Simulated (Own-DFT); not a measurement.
# A layer strained by its substrate: wurtzite AlN, 72 atoms (Al36N36)

No measurement is shown. These are fixed-geometry runs of a retired plane-wave code named Own-DFT, which no person has reviewed; spin and spin-orbit coupling are neglected.

Method: PBE; PseudoDojo norm-conserving scalar-relativistic files; cutoff 42 hartree; 3 x 3 x 2 k mesh centred on Gamma; Fermi-Dirac smearing of 0.1 eV.

Caveats: forces on such cells moved up to 12 meV/angstrom on a denser k mesh; stress not checked against mesh or cutoff.

Unstrained cell vectors in Å: (9.336, 0.000, 0.000); (-4.668, 8.085, 0.000); (0.000, 0.000, 9.964). The unstrained cell has measured lattice constants (interpolated for alloys), not those of this functional. That, the random moves and any unrelaxed bonds set the pressure at no strain. Each run strains x and y alike by e, as a substrate would, and holds the height along z. Each coordinate of each atom was shifted by a normal deviate of width 0.05 Å. Stress is positive in tension.

| e (%) | u (Å) | (s_xx + s_yy)/2 (GPa) | s_zz (GPa) |
|---|---|---|---|
| -2.75 | 0.052 | -25.80 | -9.69 |
| -2.25 | 0.052 | ? | ? |
| -2.00 | 0.052 | -19.01 | -9.09 |
| -1.75 | 0.046 | -16.18 | -7.96 |
| -1.00 | 0.049 | -11.44 | -6.68 |
| -0.50 | 0.045 | -8.38 | -5.50 |
| 1.50 | 0.048 | 2.62 | -4.63 |
| 2.00 | 0.049 | 5.36 | -4.78 |
| 2.25 | 0.048 | 5.92 | -1.93 |
| 2.75 | 0.051 | 8.31 | -2.35 |

## Worked fit

With e as a fraction, the in-plane stress is -4.9 + 605 e - 4921 e² GPa (errors 8 and 681, scatter 0.49), and s_zz is -5.9 + 126 e GPa (slope ± 15, scatter 0.89). At e = 0 the first slope is C11 + C12 and the second 2 C13, both with the ions held to the strained lattice and at the cell's own pressure. The term in e² is negative: the layer stiffens under compression and softens under tension. A free layer would change its height as e changes, and the in-plane slope would drop by 2 C13²/C33 to the biaxial modulus. At fixed height, a misfit of 1 % moves the in-plane stress by about 6.1 GPa and s_zz by 1.3 GPa.

## Prediction

Asked: what are the two stresses at e = -2.25 %?

Estimate: -21.1 and -8.8 GPa. The run itself gave -19.90 and -9.90 GPa.
